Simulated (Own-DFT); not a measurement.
# What random displacements cost in rutile TiO2, 72 atoms (O48Ti24)

Calculated results; nothing here was measured. They come from Own-DFT, an in-house plane-wave density functional program, since retired, whose code no person has reviewed. Each row is one single-point run on a periodic cell that was not relaxed, without spin or spin-orbit coupling.

Settings of every run: PBE; PseudoDojo norm-conserving scalar-relativistic files; cutoff 72 hartree; 3 x 3 x 3 k mesh centred on Gamma; Fermi-Dirac smearing of 0.1 eV.

Known limits, some of them of some rows only: some atoms lie very close together; oxygen file: force components 24 meV/angstrom off all-electron in a glass; forces on such cells passed a denser k mesh, each cell not checked; stress not checked against mesh or cutoff.

Cell vectors in Å: (9.187, 0.000, 0.000); (0.000, 9.187, 0.000); (0.000, 0.000, 8.876). In each run every atom was moved at random and independently from its ideal site; u is the rms move along one axis. E is the free energy for each atom above the fitted value at u = 0, and F the rms of the force components.

| run | u (Å) | E (meV/atom) | F (eV/Å) | largest force (eV/Å) | P (GPa) |
|---|---|---|---|---|---|
| 1 | 0.0180 | 6.5 | 0.360 | 1.45 | 4.69 |
| 2 | 0.0190 | 7.5 | 0.383 | 1.58 | 4.84 |
| 3 | 0.0492 | 47.5 | 0.981 | 4.56 | 6.37 |
| 4 | 0.0512 | 51.0 | 0.947 | 4.27 | 6.47 |
| 5 | 0.0758 | 127.0 | 1.577 | 5.20 | 9.27 |
| 6 | 0.0766 | ? | ? | ? | ? |
| 7 | 0.0810 | 128.0 | 1.611 | 5.81 | 10.29 |
| 8 | 0.1271 | 314.0 | 2.763 | 15.24 | 18.59 |

## Worked fit

For small independent moves the energy grows as E = (3/2) K u², with K the mean stiffness felt by one atom. The runs with u up to 0.11 Å give K = 13.5 ± 0.4 eV/Å², with residuals divided by u² + 0.0006 Å², since the noise grows with the moves. The scatter is 3.1 meV/atom at u = 0.05 Å. The forces follow F = G u with G = 19.9 eV/Å²; no force at u = 0 is resolved. G exceeds K because the moves of its neighbours add to the force on an atom, and stiffness differs between atoms. The pressure follows P = 4.36 + 872 u² GPa: at fixed volume, shortened bonds push harder than stretched ones pull.

## Withheld run

Question: what energy and rms force should run 6 give?

The fit gives 119 ± 7 meV/atom and about 1.52 eV/Å. The calculation gave 124.1 meV/atom and 1.537 eV/Å.
